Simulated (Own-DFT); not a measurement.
# A pressure from energies alone: corundum Al2O3, 78 atoms (Al32O46), with two O vacancies

All values are computed. Each geometry was run twice at fixed positions with Own-DFT, a retired in-house plane-wave program that no person has reviewed: with PBE, and with HSE06 (exact exchange share 0.25 at short range, screening 0.11 per bohr, Gygi-Baldereschi treatment of its divergence). Both used PseudoDojo norm-conserving files made for PBE, a cutoff of 48 hartree, the Gamma point alone, fixed occupations, a neutral cell and no spin. The unstrained cell is 7.9 Å across at its thinnest, so Gamma alone is coarse and defects feel their images. The oxygen file's force components were 24 meV/Å off all-electron values in a glass.

Unstrained cell vectors in Å: (5.494, 0.000, 8.660); (-2.747, 4.758, 8.660); (-2.747, -4.758, 8.660), volume V0 = 679.1 Å³, from measured lattice constants. Each geometry has its own random strain of a few per cent, its own defect sites and random moves of rms u per axis. HSE06 gave the energy alone. D is its energy less that of PBE, over the lowest D shown. The PBE stress wasn't checked against mesh or cutoff.

```
run,V - V0 (Å³),u (Å),P with PBE (GPa),D (eV)
1,10.0,0.0306,3.70,0.844
2,-8.8,0.0504,12.57,0.205
3,3.4,0.0501,7.60,0.801
4,-11.8,0.0308,12.28,0.000
5,5.4,0.0308,5.59,0.663
6,-8.6,0.0301,10.51,0.139
7,9.4,0.0503,5.74,0.910
8,15.1,0.0294,2.48,1.032
9,-0.7,0.0275,7.81,0.408
10,-5.9,0.0529,12.19,0.295
11,-12.3,0.0546,14.95,0.143
12,0.9,0.0466,8.23,0.604
13,-4.4,0.0516,11.23,?
```

## Working it out

D = 0.39 + 0.0391 (V - V0) + 72 u² eV, with an error of 0.0015 on the volume slope, 15 on the last term and a scatter of 0.04 eV. Pressure is -dE/dV, and 1 eV/Å³ is 160.2 GPa, so HSE06 changes the pressure by -6.3 ± 0.2 GPa. With the ions held to the strained lattice, the PBE pressure falls by 257 ± 9 GPa per unit of volume strain; the shape of the strain isn't fitted, so the true error is larger, and a relaxed crystal would be softer. On that slope HSE06's volume at a given pressure is about 2.4 % smaller, or 0.8 % in lengths. At u = 0 and V0 the PBE pressure is 6.7 GPa, which puts the zero-pressure volume, against the measured cell and with the defects in, at +2.6 % for PBE and +0.1 % for HSE06, each good to a few tenths of a per cent.

## Test on the hidden row

Q: what D should run 13 give?

The fitted form gives 0.41 eV, with rows scattering by 0.04. The calculation gave 0.492 eV.
